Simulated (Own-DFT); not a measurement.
# What random displacements cost in rutile TiO2, 72 atoms (O48Ti24)

Calculated results; nothing here was measured. They come from Own-DFT, an in-house plane-wave density functional program, since retired, whose code no person has reviewed. Each row is one single-point run on a periodic cell that was not relaxed, without spin or spin-orbit coupling.

Settings of every run: PBE; PseudoDojo norm-conserving scalar-relativistic files; cutoff 72 hartree; 3 x 3 x 3 k mesh centred on Gamma; Fermi-Dirac smearing of 0.1 eV.

Known limits: oxygen file: force components 24 meV/angstrom off all-electron in a glass; forces on such cells passed a denser k mesh, each cell not checked; stress not checked against mesh or cutoff.

Cell vectors in Å: (9.187, 0.000, 0.000); (0.000, 9.187, 0.000); (0.000, 0.000, 8.876). In each run every atom was moved at random and independently from its ideal site; u is the rms move along one axis. E is the free energy for each atom above the fitted value at u = 0, and F the rms of the force components.

```
run,u (Å),E (meV/atom),F (eV/Å),largest force (eV/Å),P (GPa)
1,0.0184,6.4,0.297,1.17,4.69
2,0.0199,9.1,0.395,1.67,4.97
3,0.0205,?,?,?,?
4,0.0486,51.4,0.968,4.00,7.06
5,0.0498,47.3,0.886,3.15,6.63
6,0.0532,45.1,0.819,2.89,6.93
7,0.0791,125.8,1.674,6.60,9.71
8,0.0833,161.2,1.910,9.16,12.52
9,0.1178,308.5,2.772,11.70,15.73
```

## Worked fit

For small independent moves the energy grows as E = (3/2) K u², with K the mean stiffness felt by one atom. The runs with u up to 0.11 Å give K = 13.5 ± 0.9 eV/Å², with residuals divided by u² + 0.0006 Å², since the noise grows with the moves. The scatter is 6.8 meV/atom at u = 0.05 Å. The forces follow F = G u with G = 19.2 eV/Å²; no force at u = 0 is resolved. G exceeds K because the moves of its neighbours add to the force on an atom, and stiffness differs between atoms. The pressure follows P = 4.32 + 1030 u² GPa: at fixed volume, shortened bonds push harder than stretched ones pull.

## Withheld run

Question: what energy and rms force should run 3 give?

The fit gives 9 ± 2 meV/atom and about 0.39 eV/Å. The calculation gave 10.3 meV/atom and 0.430 eV/Å.
